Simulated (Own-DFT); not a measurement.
Simulation results for SiC (4H silicon carbide, atoms displaced)

All values are calculated (Own-DFT development build). A calculation, not a measurement: plane-wave PBE density functional theory by an unreviewed code, no spin, of a simulated periodic cell, stress positive in tension, free energy of the whole cell less one offset for each atom, forces on such cells passed a denser k mesh, this cell's mesh not checked; offsets are fitted by least squares, one for each functional and potential file, so energies compare only between cells with the same atoms and settings and are not formation energies; the far tail of each file's local potential was reset to the Coulomb form; each entry is a single point on an unrelaxed cell, so the pressure reflects the starting lattice, mostly measured values (interpolated for alloys), from which strain is counted, and rises with the displacements; printed positions are rounded, which can move forces by about a meV/angstrom; the program, named Own-DFT, is a retired in-house code; no spin-orbit coupling.

Settings shared by all entries: functional PBE; potential files PseudoDojo norm-conserving, scalar-relativistic, standard set; wave cutoff 42 hartree; occupations Fermi-Dirac; smearing width 0.1 eV; hardware one NVIDIA H100; k mesh 5 x 5 x 3 centred on Gamma.

(1) SiC (4H silicon carbide, atoms displaced)

```cif
# cell vector a (Å): 6.1654 0.0000 0.0000
# cell vector b (Å): -3.0827 5.3394 0.0000
# cell vector c (Å): 0.0000 0.0000 10.0681
data_SiC
_symmetry_space_group_name_H-M 'P 1'
_symmetry_Int_Tables_number 1
_cell_length_a 6.1654
_cell_length_b 6.1654
_cell_length_c 10.0681
_cell_angle_alpha 90.000
_cell_angle_beta 90.000
_cell_angle_gamma 120.000
_cell_volume 331.44
loop_
_atom_site_label
_atom_site_type_symbol
_atom_site_fract_x
_atom_site_fract_y
_atom_site_fract_z
_atom_site_occupancy
Si1 Si 0.99943 0.99938 0.40798 1
Si2 Si 0.16377 0.32738 0.15578 1
C1 C 0.00156 0.98869 0.09035 1
C2 C 0.16025 0.32777 0.34021 1
Si3 Si 0.00368 0.50852 0.40424 1
Si4 Si 0.16189 0.84212 0.15384 1
C3 C 0.99214 0.49167 0.09321 1
C4 C 0.15631 0.82659 0.34364 1
Si5 Si 0.49037 0.98687 0.40386 1
Si6 Si 0.65065 0.33792 0.15270 1
C5 C 0.50451 0.00056 0.08858 1
C6 C 0.67457 0.33714 0.34431 1
Si7 Si 0.50884 0.50371 0.40457 1
Si8 Si 0.67958 0.84461 0.16117 1
C7 C 0.51059 0.50618 0.09271 1
C8 C 0.66668 0.83142 0.33906 1
Si9 Si 0.00091 0.00017 0.90870 1
Si10 Si 0.83026 0.66921 0.65563 1
C9 C 0.99957 0.99985 0.59080 1
C10 C 0.83400 0.67180 0.84414 1
Si11 Si 0.99356 0.50090 0.90141 1
Si12 Si 0.83465 0.16309 0.65907 1
C11 C 0.00826 0.50249 0.59167 1
C12 C 0.82928 0.16513 0.83947 1
Si13 Si 0.49801 0.99020 0.90849 1
Si14 Si 0.33170 0.66661 0.65260 1
C13 C 0.50852 0.00571 0.59436 1
C14 C 0.32947 0.66361 0.84286 1
Si15 Si 0.49421 0.49732 0.90409 1
Si16 Si 0.32978 0.16940 0.65661 1
C15 C 0.49993 0.50189 0.59021 1
C16 C 0.33201 0.15365 0.84312 1
```

The calculation gives: free energy of cell above offsets -4.465 eV; pressure 3.88 GPa; stress xx -3.44 GPa; stress yy -2.08 GPa; stress zz -6.12 GPa; stress yz 0.71 GPa; stress xz -1.04 GPa; stress xy 0.89 GPa; wall time 116.4 s.

Force:
| element | x (eV/Å) | y (eV/Å) | z (eV/Å) |
| --- | --- | --- | --- |
| Si | -0.334 | 0.399 | -0.641 |
| Si | -0.163 | 0.935 | -0.623 |
| C | -1.604 | 2.054 | 0.41 |
| C | 0.808 | 0.631 | 0.891 |
| Si | 0.351 | -1.988 | 0.183 |
| Si | 2.772 | -2.534 | 0.279 |
| C | -0.035 | 0.753 | -0.409 |
| C | 0.471 | 1.514 | -0.547 |
| Si | 0.338 | 1.815 | 0.42 |
| Si | 3.431 | -1.014 | 0.865 |
| C | -0.669 | 0.036 | 1.844 |
| C | -1.059 | -1.039 | -0.428 |
| Si | -0.764 | -1.136 | -0.479 |
| Si | -1.04 | -1.071 | -2.113 |
| C | -2.656 | 0.543 | -0.477 |
| C | 0.002 | 0.257 | 1.752 |
| Si | -0.251 | 0.107 | -1.419 |
| Si | 0.864 | -0.325 | -0.095 |
| C | 0.003 | -0.018 | 0.686 |
| C | -0.619 | -0.452 | -0.449 |
| Si | 0.542 | -0.414 | 1.03 |
| Si | -0.173 | 0.724 | -1.495 |
| C | -1.238 | -0.325 | 0.206 |
| C | 0.527 | -0.127 | 1.578 |
| Si | 0.041 | 0.49 | -1.322 |
| Si | 0.446 | 0.694 | 0.596 |
| C | -0.941 | -0.643 | -0.581 |
| C | 0.079 | -0.386 | -0.246 |
| Si | 0.561 | -0.178 | 0.133 |
| Si | 0.992 | -0.45 | -0.489 |
| C | -0.003 | -0.015 | 0.525 |
| C | -0.678 | 1.162 | 0.414 |

(2) SiC (4H silicon carbide, atoms displaced)

```cif
# cell vector a (Å): 6.1654 0.0000 0.0000
# cell vector b (Å): -3.0827 5.3394 0.0000
# cell vector c (Å): 0.0000 0.0000 10.0681
data_SiC
_symmetry_space_group_name_H-M 'P 1'
_symmetry_Int_Tables_number 1
_cell_length_a 6.1654
_cell_length_b 6.1654
_cell_length_c 10.0681
_cell_angle_alpha 90.000
_cell_angle_beta 90.000
_cell_angle_gamma 120.000
_cell_volume 331.44
loop_
_atom_site_label
_atom_site_type_symbol
_atom_site_fract_x
_atom_site_fract_y
_atom_site_fract_z
_atom_site_occupancy
Si1 Si 0.99954 0.99811 0.40808 1
Si2 Si 0.16853 0.33807 0.16054 1
C1 C 0.00660 0.00545 0.09200 1
C2 C 0.17093 0.33955 0.34062 1
Si3 Si 0.99769 0.50479 0.40838 1
Si4 Si 0.17107 0.84863 0.15236 1
C3 C 0.99464 0.50140 0.09374 1
C4 C 0.16784 0.82957 0.34732 1
Si5 Si 0.50229 0.00088 0.40387 1
Si6 Si 0.67229 0.34247 0.15925 1
C5 C 0.49793 0.99625 0.09980 1
C6 C 0.66955 0.33987 0.34274 1
Si7 Si 0.49909 0.49421 0.39995 1
Si8 Si 0.67172 0.84418 0.15642 1
C7 C 0.49837 0.50399 0.09582 1
C8 C 0.66664 0.84124 0.34687 1
Si9 Si 0.99375 0.98402 0.90462 1
Si10 Si 0.82805 0.66755 0.65256 1
C9 C 0.99939 0.99764 0.59676 1
C10 C 0.84385 0.67534 0.84296 1
Si11 Si 0.00617 0.50704 0.90513 1
Si12 Si 0.83558 0.16455 0.64834 1
C11 C 0.00398 0.50270 0.58950 1
C12 C 0.82929 0.16777 0.84926 1
Si13 Si 0.51105 0.00753 0.90491 1
Si14 Si 0.33657 0.66766 0.65443 1
C13 C 0.48946 0.99197 0.59628 1
C14 C 0.33858 0.66479 0.84738 1
Si15 Si 0.49742 0.49595 0.90778 1
Si16 Si 0.33465 0.16948 0.65835 1
C15 C 0.49654 0.48736 0.59802 1
C16 C 0.33833 0.16637 0.84361 1
```

The calculation gives: free energy of cell above offsets -4.529 eV; pressure 4.01 GPa; stress xx -4.52 GPa; stress yy -3.95 GPa; stress zz -3.58 GPa; stress yz 0.15 GPa; stress xz 0.04 GPa; stress xy 0.15 GPa; wall time 117.7 s.

Force:
| element | x (eV/Å) | y (eV/Å) | z (eV/Å) |
| --- | --- | --- | --- |
| Si | 0.315 | 0.505 | -0.366 |
| Si | -0.479 | 0.193 | -1.83 |
| C | -0.941 | 0.255 | 0.186 |
| C | -0.566 | -0.892 | 1.603 |
| Si | 0.916 | -0.335 | -1.048 |
| Si | 0.371 | -2.05 | 1.323 |
| C | 0.814 | 0.779 | 0.047 |
| C | -0.681 | 1.056 | -0.944 |
| Si | -0.925 | 0.227 | 0.903 |
| Si | -0.457 | -0.674 | -1.067 |
| C | 0.093 | 1.645 | -1.292 |
| C | 0.398 | -0.698 | 0.623 |
| Si | -0.568 | 1.113 | 1.418 |
| Si | 0.415 | -0.905 | 0.213 |
| C | 0.526 | 0.187 | 0.049 |
| C | 1.111 | -0.899 | -0.412 |
| Si | -0.143 | 3.304 | 0.396 |
| Si | 1.013 | -0.56 | 0.884 |
| C | 0.096 | 0.349 | -0.887 |
| C | -0.775 | -2.322 | -0.611 |
| Si | 0.049 | -0.821 | 0.451 |
| Si | -1.138 | 0.296 | 1.926 |
| C | -0.419 | -0.351 | 1.091 |
| C | 1.871 | 0.468 | -1.648 |
| Si | -1.11 | -1.136 | 0.945 |
| Si | -0.074 | -0.832 | 0.848 |
| C | 0.979 | 1.203 | -1.105 |
| C | -0.383 | 0.584 | -0.829 |
| Si | 0.602 | 0.322 | 0.05 |
| Si | 0.201 | -1.336 | 0.305 |
| C | -0.498 | 1.594 | -1.757 |
| C | -0.613 | -0.269 | 0.536 |

(3) SiC (4H silicon carbide, atoms displaced)

```cif
# cell vector a (Å): 6.1654 0.0000 0.0000
# cell vector b (Å): -3.0827 5.3394 0.0000
# cell vector c (Å): 0.0000 0.0000 10.0681
data_SiC
_symmetry_space_group_name_H-M 'P 1'
_symmetry_Int_Tables_number 1
_cell_length_a 6.1654
_cell_length_b 6.1654
_cell_length_c 10.0681
_cell_angle_alpha 90.000
_cell_angle_beta 90.000
_cell_angle_gamma 120.000
_cell_volume 331.44
loop_
_atom_site_label
_atom_site_type_symbol
_atom_site_fract_x
_atom_site_fract_y
_atom_site_fract_z
_atom_site_occupancy
Si1 Si 0.00516 0.01528 0.40335 1
Si2 Si 0.17341 0.33832 0.15595 1
C1 C 0.99975 0.99985 0.09468 1
C2 C 0.15871 0.33717 0.34767 1
Si3 Si 0.99639 0.49270 0.40686 1
Si4 Si 0.17021 0.82590 0.15747 1
C3 C 0.00405 0.50740 0.09301 1
C4 C 0.16650 0.83479 0.34509 1
Si5 Si 0.49057 0.99015 0.40568 1
Si6 Si 0.66070 0.31976 0.15397 1
C5 C 0.50584 0.00146 0.09161 1
C6 C 0.67635 0.32987 0.34577 1
Si7 Si 0.50707 0.51008 0.40929 1
Si8 Si 0.65691 0.82818 0.15727 1
C7 C 0.49454 0.49833 0.08932 1
C8 C 0.66706 0.84212 0.34000 1
Si9 Si 0.99071 0.99878 0.90467 1
Si10 Si 0.82981 0.66588 0.65833 1
C9 C 0.99295 0.00039 0.59642 1
C10 C 0.83781 0.66303 0.84280 1
Si11 Si 0.99769 0.50021 0.90233 1
Si12 Si 0.82880 0.15833 0.65933 1
C11 C 0.99886 0.49786 0.59159 1
C12 C 0.82812 0.15380 0.84226 1
Si13 Si 0.50032 0.00676 0.90691 1
Si14 Si 0.33204 0.65976 0.65893 1
C13 C 0.49992 0.00478 0.59252 1
C14 C 0.32747 0.67444 0.84635 1
Si15 Si 0.50548 0.50163 0.90728 1
Si16 Si 0.33579 0.16695 0.65468 1
C15 C 0.49631 0.50032 0.58944 1
C16 C 0.32911 0.15477 0.84325 1
```

Results for SiC (4H silicon carbide, atoms displaced): free energy of cell above offsets -4.498 eV; pressure 3.96 GPa; stress xx -3.97 GPa; stress yy -2.62 GPa; stress zz -5.28 GPa; stress yz -0.28 GPa; stress xz 0.06 GPa; stress xy 0.74 GPa; wall time 114.3 s.

Force:
| element | x (eV/Å) | y (eV/Å) | z (eV/Å) |
| --- | --- | --- | --- |
| Si | 0.011 | -1.842 | 0.767 |
| Si | -1.198 | -0.907 | -0.01 |
| C | 0.005 | -0.245 | -0.039 |
| C | 2.376 | 0.739 | -1.225 |
| Si | -0.525 | 1.483 | 0.406 |
| Si | -1.236 | 1.373 | -0.263 |
| C | -0.093 | -1.605 | -0.46 |
| C | -0.563 | -0.373 | -0.113 |
| Si | 0.413 | 1.385 | 0.414 |
| Si | 0.258 | 2.192 | 0.889 |
| C | -0.709 | -0.856 | 0.085 |
| C | -2.304 | -0.207 | -0.634 |
| Si | 0.15 | -0.807 | -1.676 |
| Si | 1.546 | 0.523 | -0.803 |
| C | 1.084 | -0.076 | 1.216 |
| C | 0.465 | -0.93 | 1.008 |
| Si | 1.799 | -0.468 | 0.947 |
| Si | 0.578 | -0.131 | -1.144 |
| C | 1.05 | -0.231 | -0.822 |
| C | -1.428 | 0.231 | 0.249 |
| Si | 0.737 | -0.633 | 0.991 |
| Si | -0.605 | 1.031 | -1.208 |
| C | -0.17 | -0.148 | 1.144 |
| C | -0.862 | 1.554 | 0.536 |
| Si | 0.305 | -1.054 | -0.243 |
| Si | -1.032 | 1.089 | -0.543 |
| C | 0.369 | -1.203 | 0.197 |
| C | 1.668 | -0.932 | -0.333 |
| Si | -1.089 | -0.503 | -1.087 |
| Si | -0.671 | -0.328 | 0.099 |
| C | 0.576 | 0.02 | 1.671 |
| C | -0.904 | 1.86 | -0.014 |

(4) SiC (4H silicon carbide, atoms displaced)

```cif
# cell vector a (Å): 6.1654 0.0000 0.0000
# cell vector b (Å): -3.0827 5.3394 0.0000
# cell vector c (Å): 0.0000 0.0000 10.0681
data_SiC
_symmetry_space_group_name_H-M 'P 1'
_symmetry_Int_Tables_number 1
_cell_length_a 6.1654
_cell_length_b 6.1654
_cell_length_c 10.0681
_cell_angle_alpha 90.000
_cell_angle_beta 90.000
_cell_angle_gamma 120.000
_cell_volume 331.44
loop_
_atom_site_label
_atom_site_type_symbol
_atom_site_fract_x
_atom_site_fract_y
_atom_site_fract_z
_atom_site_occupancy
Si1 Si 0.99803 0.99262 0.40436 1
Si2 Si 0.16848 0.34230 0.15310 1
C1 C 0.00429 0.00200 0.09402 1
C2 C 0.17212 0.33178 0.34510 1
Si3 Si 0.00368 0.50294 0.40875 1
Si4 Si 0.16800 0.83122 0.15757 1
C3 C 0.99880 0.50406 0.09788 1
C4 C 0.16801 0.83191 0.34936 1
Si5 Si 0.49820 0.99873 0.40387 1
Si6 Si 0.66599 0.33202 0.16042 1
C5 C 0.49653 0.99485 0.09405 1
C6 C 0.66549 0.32897 0.34260 1
Si7 Si 0.50275 0.49946 0.40184 1
Si8 Si 0.65913 0.83985 0.15728 1
C7 C 0.51063 0.51056 0.09817 1
C8 C 0.67399 0.83560 0.34382 1
Si9 Si 0.00255 0.00766 0.90907 1
Si10 Si 0.82784 0.66148 0.65331 1
C9 C 0.00717 0.01169 0.59702 1
C10 C 0.83396 0.66451 0.84405 1
Si11 Si 0.99332 0.49985 0.90506 1
Si12 Si 0.82828 0.16060 0.65770 1
C11 C 0.00434 0.49991 0.59807 1
C12 C 0.83080 0.15638 0.83913 1
Si13 Si 0.49782 0.00262 0.90672 1
Si14 Si 0.32838 0.65307 0.65709 1
C13 C 0.49932 0.00526 0.59452 1
C14 C 0.33621 0.66213 0.84147 1
Si15 Si 0.48940 0.49144 0.90557 1
Si16 Si 0.33735 0.16803 0.65981 1
C15 C 0.49940 0.49391 0.59571 1
C16 C 0.31996 0.15258 0.84349 1
```

Results for SiC (4H silicon carbide, atoms displaced): free energy of cell above offsets -4.732 eV; pressure 3.66 GPa; stress xx -4.98 GPa; stress yy -2 GPa; stress zz -3.99 GPa; stress yz 0.28 GPa; stress xz -0.83 GPa; stress xy 0.28 GPa; wall time 118.5 s.

Force:
| element | x (eV/Å) | y (eV/Å) | z (eV/Å) |
| --- | --- | --- | --- |
| Si | 0.205 | 1.61 | 1.207 |
| Si | 0.85 | -0.744 | 0.99 |
| C | -0.669 | 0.391 | 0.418 |
| C | -0.85 | 0.095 | -0.482 |
| Si | 0.407 | -1.15 | 0.137 |
| Si | -0.866 | 0.458 | 0.299 |
| C | 0.014 | -0.585 | -1.076 |
| C | -0.006 | -0.201 | -1.22 |
| Si | 0.613 | 0.186 | 1.337 |
| Si | -0.179 | 0.318 | -0.944 |
| C | -0.599 | 1.146 | -0.139 |
| C | 0.408 | 0.449 | 0.804 |
| Si | -0.17 | -0.249 | 0.947 |
| Si | 2.334 | -0.349 | -0.172 |
| C | -0.8 | -1.039 | -0.968 |
| C | -1.099 | -0.343 | 0.054 |
| Si | -0.448 | -2.011 | -0.392 |
| Si | 0.789 | 1.221 | 0.964 |
| C | -0.108 | -1.652 | -0.988 |
| C | -0.999 | 0.082 | 0.041 |
| Si | 0.88 | -0.31 | -0.051 |
| Si | 0.13 | 0.479 | -0.958 |
| C | -0.943 | -0.551 | -0.91 |
| C | -0.943 | 1.158 | 1.93 |
| Si | 0.688 | -1.068 | -0.569 |
| Si | 0.175 | 1.731 | -0.288 |
| C | 0.538 | -1.263 | -0.303 |
| C | -1.095 | 0.202 | 1.08 |
| Si | 1.335 | 0.694 | 0.447 |
| Si | -0.476 | -0.628 | -0.843 |
| C | -0.08 | 0.456 | -1.03 |
| C | 0.965 | 1.466 | 0.677 |

(5) SiC (4H silicon carbide, atoms displaced)

```cif
# cell vector a (Å): 6.1654 0.0000 0.0000
# cell vector b (Å): -3.0827 5.3394 0.0000
# cell vector c (Å): 0.0000 0.0000 10.0681
data_SiC
_symmetry_space_group_name_H-M 'P 1'
_symmetry_Int_Tables_number 1
_cell_length_a 6.1654
_cell_length_b 6.1654
_cell_length_c 10.0681
_cell_angle_alpha 90.000
_cell_angle_beta 90.000
_cell_angle_gamma 120.000
_cell_volume 331.44
loop_
_atom_site_label
_atom_site_type_symbol
_atom_site_fract_x
_atom_site_fract_y
_atom_site_fract_z
_atom_site_occupancy
Si1 Si 0.00942 0.00170 0.40737 1
Si2 Si 0.16939 0.32749 0.15055 1
C1 C 0.00597 0.98931 0.08867 1
C2 C 0.16852 0.33976 0.34281 1
Si3 Si 0.99299 0.50243 0.40500 1
Si4 Si 0.16079 0.83350 0.16200 1
C3 C 0.99145 0.49236 0.08952 1
C4 C 0.16671 0.83706 0.34563 1
Si5 Si 0.49227 0.00154 0.40275 1
Si6 Si 0.67365 0.33318 0.15372 1
C5 C 0.50064 0.00273 0.09624 1
C6 C 0.65967 0.33082 0.34233 1
Si7 Si 0.49638 0.49755 0.40639 1
Si8 Si 0.66483 0.83371 0.15390 1
C7 C 0.49147 0.49489 0.09480 1
C8 C 0.67014 0.83472 0.34480 1
Si9 Si 0.99763 0.01274 0.90655 1
Si10 Si 0.83410 0.66918 0.65263 1
C9 C 0.99728 0.00208 0.60068 1
C10 C 0.83225 0.66011 0.84788 1
Si11 Si 0.00726 0.49682 0.90178 1
Si12 Si 0.83366 0.16062 0.66169 1
C11 C 0.99348 0.49485 0.59334 1
C12 C 0.83084 0.17406 0.84185 1
Si13 Si 0.49231 0.99899 0.90569 1
Si14 Si 0.32468 0.66873 0.65670 1
C13 C 0.49165 0.00146 0.59217 1
C14 C 0.32992 0.66124 0.84717 1
Si15 Si 0.49660 0.49545 0.90845 1
Si16 Si 0.33685 0.16620 0.65689 1
C15 C 0.49628 0.49861 0.59670 1
C16 C 0.32861 0.16311 0.85013 1
```

The calculation gives: free energy of cell above offsets -4.609 eV; pressure 3.69 GPa; stress xx -4.37 GPa; stress yy -3.09 GPa; stress zz -3.62 GPa; stress yz 0.17 GPa; stress xz 0.31 GPa; stress xy -0.11 GPa; wall time 117.7 s.

Force:
| element | x (eV/Å) | y (eV/Å) | z (eV/Å) |
| --- | --- | --- | --- |
| Si | -2.111 | 0.852 | 0.409 |
| Si | -1.337 | -0.119 | 1.204 |
| C | -2.02 | 1.058 | 1.028 |
| C | -0.295 | -0.676 | -0.095 |
| Si | 0.747 | -0.9 | 0.229 |
| Si | 1.386 | -0.897 | -1.723 |
| C | 1.516 | 0.745 | 0.593 |
| C | -0.21 | -0.742 | -0.055 |
| Si | 1.857 | -0.087 | 0.662 |
| Si | -1.464 | -0.094 | 0.323 |
| C | -0.152 | -0.661 | -0.463 |
| C | 0.375 | 0.469 | 0.003 |
| Si | -0.145 | 0.694 | 0.077 |
| Si | 0.465 | -0.296 | 0.51 |
| C | 1.289 | 0.716 | -0.352 |
| C | -0.187 | 0.122 | 0.03 |
| Si | 0.88 | -2.36 | -0.592 |
| Si | -0.384 | -0.773 | 1.625 |
| C | 1.008 | -0.14 | -1.391 |
| C | -0.423 | 1.028 | -0.905 |
| Si | -2.081 | 0.918 | 1.083 |
| Si | -1.384 | 0.655 | -1.781 |
| C | 0.059 | 0.157 | -0.124 |
| C | 0.005 | -1.238 | 1.014 |
| Si | 0.47 | -0.213 | 0.821 |
| Si | 0.82 | -0.415 | -0.171 |
| C | 1.229 | -0.385 | 0.202 |
| C | 0.666 | 0.886 | -0.867 |
| Si | 0.806 | 0.428 | -0.257 |
| Si | -1.024 | 0.482 | 0.875 |
| C | -0.198 | 0.372 | -0.578 |
| C | -0.163 | 0.416 | -1.333 |

(6) SiC (4H silicon carbide, atoms displaced)

```cif
# cell vector a (Å): 6.1654 0.0000 0.0000
# cell vector b (Å): -3.0827 5.3394 0.0000
# cell vector c (Å): 0.0000 0.0000 10.0681
data_SiC
_symmetry_space_group_name_H-M 'P 1'
_symmetry_Int_Tables_number 1
_cell_length_a 6.1654
_cell_length_b 6.1654
_cell_length_c 10.0681
_cell_angle_alpha 90.000
_cell_angle_beta 90.000
_cell_angle_gamma 120.000
_cell_volume 331.44
loop_
_atom_site_label
_atom_site_type_symbol
_atom_site_fract_x
_atom_site_fract_y
_atom_site_fract_z
_atom_site_occupancy
Si1 Si 0.99567 0.99331 0.40712 1
Si2 Si 0.15844 0.33524 0.15685 1
C1 C 0.00229 0.00455 0.09481 1
C2 C 0.16385 0.32977 0.34232 1
Si3 Si 0.99391 0.50052 0.41075 1
Si4 Si 0.16564 0.83182 0.15465 1
C3 C 0.99993 0.50228 0.09390 1
C4 C 0.17311 0.83676 0.34612 1
Si5 Si 0.50114 0.00451 0.40439 1
Si6 Si 0.67163 0.33755 0.15732 1
C5 C 0.49593 0.99916 0.09608 1
C6 C 0.67048 0.32850 0.34271 1
Si7 Si 0.50610 0.49837 0.40774 1
Si8 Si 0.66693 0.82848 0.15484 1
C7 C 0.50554 0.50571 0.09499 1
C8 C 0.66314 0.82663 0.34448 1
Si9 Si 0.99940 0.99556 0.90064 1
Si10 Si 0.83810 0.66813 0.65698 1
C9 C 0.00577 0.00577 0.60034 1
C10 C 0.83268 0.66522 0.84437 1
Si11 Si 0.00393 0.49912 0.90564 1
Si12 Si 0.83789 0.16646 0.65633 1
C11 C 0.99856 0.48923 0.59801 1
C12 C 0.84131 0.16680 0.84503 1
Si13 Si 0.50626 0.99934 0.90358 1
Si14 Si 0.33525 0.67073 0.65515 1
C13 C 0.49555 0.99217 0.59053 1
C14 C 0.32465 0.66566 0.84620 1
Si15 Si 0.49664 0.49972 0.91252 1
Si16 Si 0.33671 0.15459 0.65746 1
C15 C 0.49945 0.50644 0.59158 1
C16 C 0.34141 0.17777 0.84732 1
```

Results for SiC (4H silicon carbide, atoms displaced): free energy of cell above offsets -4.902 eV; pressure 3.52 GPa; stress xx -2.51 GPa; stress yy -4.36 GPa; stress zz -3.68 GPa; stress yz -0.1 GPa; stress xz 0.12 GPa; stress xy -0.15 GPa; wall time 119.7 s.

Force:
| element | x (eV/Å) | y (eV/Å) | z (eV/Å) |
| --- | --- | --- | --- |
| Si | 0.117 | 0.867 | -0.058 |
| Si | 1.315 | -0.186 | 0.165 |
| C | -0.087 | -0.494 | -0.805 |
| C | -0.044 | 0.28 | 1.022 |
| Si | 1.693 | -0.107 | -0.708 |
| Si | -0.25 | 0.676 | 0.558 |
| C | -0.109 | -0.065 | -0.386 |
| C | -0.877 | -0.729 | -0.174 |
| Si | 0.724 | -1.148 | -0.088 |
| Si | -0.457 | -0.726 | -0.488 |
| C | 0.885 | 0.233 | -0.628 |
| C | -0.609 | 0.855 | 0.542 |
| Si | -1.25 | -0.35 | -0.667 |
| Si | -0.338 | 1.247 | 0.553 |
| C | -0.56 | -1.046 | 0.354 |
| C | 0.134 | 0.46 | -0.003 |
| Si | 0.689 | 0.447 | 1.468 |
| Si | -0.729 | -0.495 | 0.062 |
| C | 0.326 | -1.038 | -1.256 |
| C | -0.062 | -0.413 | 0.121 |
| Si | -1.234 | -0.081 | 0.381 |
| Si | -0.527 | -0.694 | 0.519 |
| C | -0.631 | 1.465 | -0.669 |
| C | -0.807 | -0.112 | -0.412 |
| Si | -0.804 | 0.458 | 1.13 |
| Si | 0.213 | -1.245 | 0.444 |
| C | 0.758 | 0.988 | 0.463 |
| C | 1.539 | 0.521 | -0.64 |
| Si | 0.368 | 0.659 | -1.186 |
| Si | -0.901 | 2.263 | 0.235 |
| C | 1.174 | -1.01 | 0.806 |
| C | 0.343 | -1.482 | -0.656 |
